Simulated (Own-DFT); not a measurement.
# From a pressure shift to a lattice shift: wurtzite AlGaN with randomly placed atoms, 72 atoms (Al27Ga9N36)

The numbers are computed, not measured, by runs of the plane-wave DFT program Own-DFT (in-house, retired, unreviewed) at fixed positions, with no spin and no spin-orbit coupling.

Known weak points: forces on such cells passed a denser k mesh, each cell not checked; stress not checked against mesh or cutoff.

Each geometry was run with PBE and with PBEsol, otherwise alike: PseudoDojo norm-conserving scalar-relativistic files made for PBE; cutoff 42 hartree; 4 x 4 x 3 k mesh centred on Gamma; Fermi-Dirac smearing of 0.1 eV. Unstrained cell vectors in Å: (9.394, 0.000, 0.000); (-4.697, 8.135, 0.000); (0.000, 0.000, 10.066). Each has a uniform strain, of which the change of volume is shown, and random moves of rms u per axis. The random placing of the alloy's atoms differs from row to row.

| run | volume change (%) | u (Å) | P with PBE (GPa) | P with PBEsol (GPa) |
|---|---|---|---|---|
| 1 | -2.48 | 0.0550 | 12.49 | 9.24 |
| 2 | 5.06 | 0.0511 | -3.11 | -6.05 |
| 3 | -5.91 | 0.0526 | 22.38 | 19.02 |
| 4 | 2.01 | 0.0466 | 2.54 | -0.51 |
| 5 | 4.55 | 0.0475 | -2.53 | -5.49 |
| 6 | 2.01 | 0.0505 | 2.50 | -0.55 |
| 7 | 0.50 | 0.0514 | 5.52 | 2.41 |
| 8 | 3.53 | 0.0475 | -0.51 | -3.50 |
| 9 | 3.53 | 0.0475 | -0.35 | -3.34 |
| 10 | -3.96 | 0.0518 | 15.77 | 12.48 |
| 11 | -5.42 | 0.0545 | 20.69 | ? |

The question: by how much does PBEsol shrink this cell, and what belongs in the blank?

## Working it out

Write v for the change of volume as a fraction. Fitted to v and u², the PBE pressure has a slope of -228 ± 10 GPa in v, with the ions held to the strained lattice. The difference PBEsol less PBE is -3.13 + 3.9 v GPa (slope ± 0.1) and averages -3.10 GPa. Divided by the mean slope of the two, 226 GPa, that makes PBEsol's volume at a given pressure, near 4 GPa, about 1.4 % smaller, or 0.46 % in lengths. At one volume PBEsol's slope is the smaller by 4 GPa, but its pressure there is lower too. If stiffness rises by about 4 GPa for each GPa, PBEsol at equal pressure is stiffer by about 8 GPa. Files made for PBEsol would give a different shift.

For run 11 the line gives 17.34 GPa. The hidden result is 17.34 GPa.
